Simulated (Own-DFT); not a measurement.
# Response to strain: 4H SiC, 32 atoms (C16Si16)

Calculated results; nothing here was measured. The program, named Own-DFT, is a retired in-house plane-wave density functional code that no person has reviewed. Each row is one single-point run on a periodic cell that was not relaxed, without spin or spin-orbit coupling.

Settings of every run: PBE; PseudoDojo norm-conserving scalar-relativistic files; cutoff 42 hartree; 5 x 5 x 3 k mesh centred on Gamma; Fermi-Dirac smearing of 0.1 eV.

Known limits: forces on such cells passed a denser k mesh, each cell not checked; stress not checked against mesh or cutoff.

Unstrained cell vectors in Å: (6.165, 0.000, 0.000); (-3.083, 5.339, 0.000); (0.000, 0.000, 10.068). The unstrained cell has measured lattice constants (interpolated for alloys), not those of this functional. That, the random moves and any unrelaxed bonds set the pressure at no strain. Each run strains this cell uniformly, with the atoms carried along. Every atom was also moved at random, by a Gaussian of width 0.05 Å on each axis. Strain is the symmetric tensor, in per cent. Stress is positive in tension, and the pressure is minus a third of its trace.

| run | e_xx (%) | e_yy (%) | e_zz (%) | e_yz (%) | e_xz (%) | e_xy (%) | s_xx (GPa) | s_yy (GPa) | s_zz (GPa) | s_yz (GPa) | s_xz (GPa) | s_xy (GPa) | P (GPa) | E (meV/atom) |
|---|---|---|---|---|---|---|---|---|---|---|---|---|---|---|
| 1 | 0.65 | -1.04 | 1.98 | -0.33 | 1.62 | 1.42 | -0.37 | -10.19 | 3.79 | 0.16 | 5.24 | 4.04 | 2.26 | 38.0 |
| 2 | 1.82 | -1.84 | 1.56 | -0.41 | 0.73 | -0.39 | 2.33 | -9.48 | 2.46 | -1.28 | 2.68 | -0.28 | 1.56 | 12.7 |
| 3 | -1.74 | 1.28 | 0.87 | -0.45 | 1.57 | -1.23 | -14.30 | 1.29 | -1.51 | -1.23 | 4.11 | -4.62 | 4.84 | 37.6 |
| 4 | 0.29 | 1.68 | -0.47 | -1.14 | -0.19 | 0.51 | -0.47 | 3.70 | -7.75 | -3.29 | -0.83 | 2.14 | 1.51 | 3.0 |
| 5 | 1.43 | -1.28 | 1.88 | -1.26 | 1.06 | -0.46 | 2.19 | -9.55 | 5.22 | -2.87 | 4.93 | -2.41 | 0.71 | 11.5 |
| 6 | -1.97 | -1.71 | 0.92 | -1.23 | -1.97 | 0.52 | -19.81 | -15.18 | -2.24 | -4.08 | -8.19 | 1.13 | 12.41 | 49.9 |
| 7 | 1.27 | 1.44 | 0.05 | -1.07 | 0.29 | 0.07 | 5.92 | 2.49 | -6.80 | -3.86 | 0.50 | 0.40 | -0.54 | 9.6 |
| 8 | 1.04 | 1.01 | 0.67 | 1.67 | 0.33 | -1.11 | 1.09 | 0.15 | -1.46 | 6.06 | 1.82 | -3.98 | 0.07 | 38.0 |
| 9 | 1.81 | -0.06 | 1.94 | -0.84 | -1.49 | -1.60 | 4.52 | -1.39 | 5.72 | -2.50 | -4.90 | -4.54 | -2.95 | 19.8 |
| 10 | 1.16 | 1.63 | -0.24 | -0.10 | -0.79 | 0.66 | 3.83 | 3.76 | -4.85 | -0.85 | -1.99 | 3.06 | -0.91 | 0.0 |
| 11 | -1.38 | -1.61 | -1.03 | -0.99 | 1.23 | -1.78 | -14.79 | -15.13 | -17.04 | -2.76 | 1.61 | -7.07 | 15.65 | 76.8 |
| 12 | 1.25 | -1.76 | 0.81 | 0.59 | 1.38 | 1.87 | -0.98 | -15.14 | -1.10 | 2.39 | 5.02 | 10.12 | 5.74 | 48.8 |
| 13 | -1.02 | 0.47 | 1.56 | 0.94 | 1.19 | 1.98 | -13.53 | -1.59 | 0.83 | 2.09 | 4.67 | 10.88 | 4.76 | 77.1 |
| 14 | 1.92 | -1.35 | 1.32 | 0.69 | -0.27 | 1.57 | 4.21 | -7.77 | 0.57 | 1.67 | -1.43 | 7.24 | 1.00 | 18.4 |
| 15 | 0.99 | 1.56 | 1.73 | -0.19 | -0.74 | 1.82 | -0.03 | 6.39 | 3.91 | -0.92 | -2.40 | 9.20 | -3.42 | 12.9 |
| 16 | -0.37 | 0.65 | 1.73 | -1.92 | -1.30 | -0.49 | ? | ? | ? | ? | ? | ? | ? | ? |

E is the free energy for each atom above the lowest run shown.

## Worked fit

Each stress component was fitted by least squares to a constant and the strains of the runs shown, as fractions, with shears doubled. Shear strains stay in the fit of a normal stress only where such slopes are resolved. The slopes, in GPa:

```
stress  at no strain  per e_xx  per e_yy  per e_zz  scatter
  s_xx          -5.0  619 ± 30  106 ± 28  -71 ± 44     1.44
  s_yy          -5.3   81 ± 31  524 ± 29  108 ± 46     1.49
  s_zz          -7.0   65 ± 28   59 ± 26  597 ± 42     1.35
```

Each shear stress against twice its own strain: yz 153 ± 11, xz 174 ± 10, xy 205 ± 16 GPa. These are stiffnesses along x, y and z of the frame in which the cell vectors are given, which need not be the crystal's axes. The atoms are held to the strained lattice; where symmetry lets them move under strain, relaxing them would lower some slopes. The table should be nearly symmetric about its diagonal, and what it lacks of that shows the noise. A ninth of its sum, 232 ± 8 GPa, estimates the bulk modulus near the mean pressure of these runs, 2.8 GPa, so it lies above the value at zero pressure.

## Withheld run

Question: what normal stresses and pressure should run 16 give?

The fit gives s_xx = -7.8, s_yy = -0.4, s_zz = 3.5 and P = 1.6 GPa. The calculation gave -4.24, -1.04, 2.08 and P = 1.07 GPa.
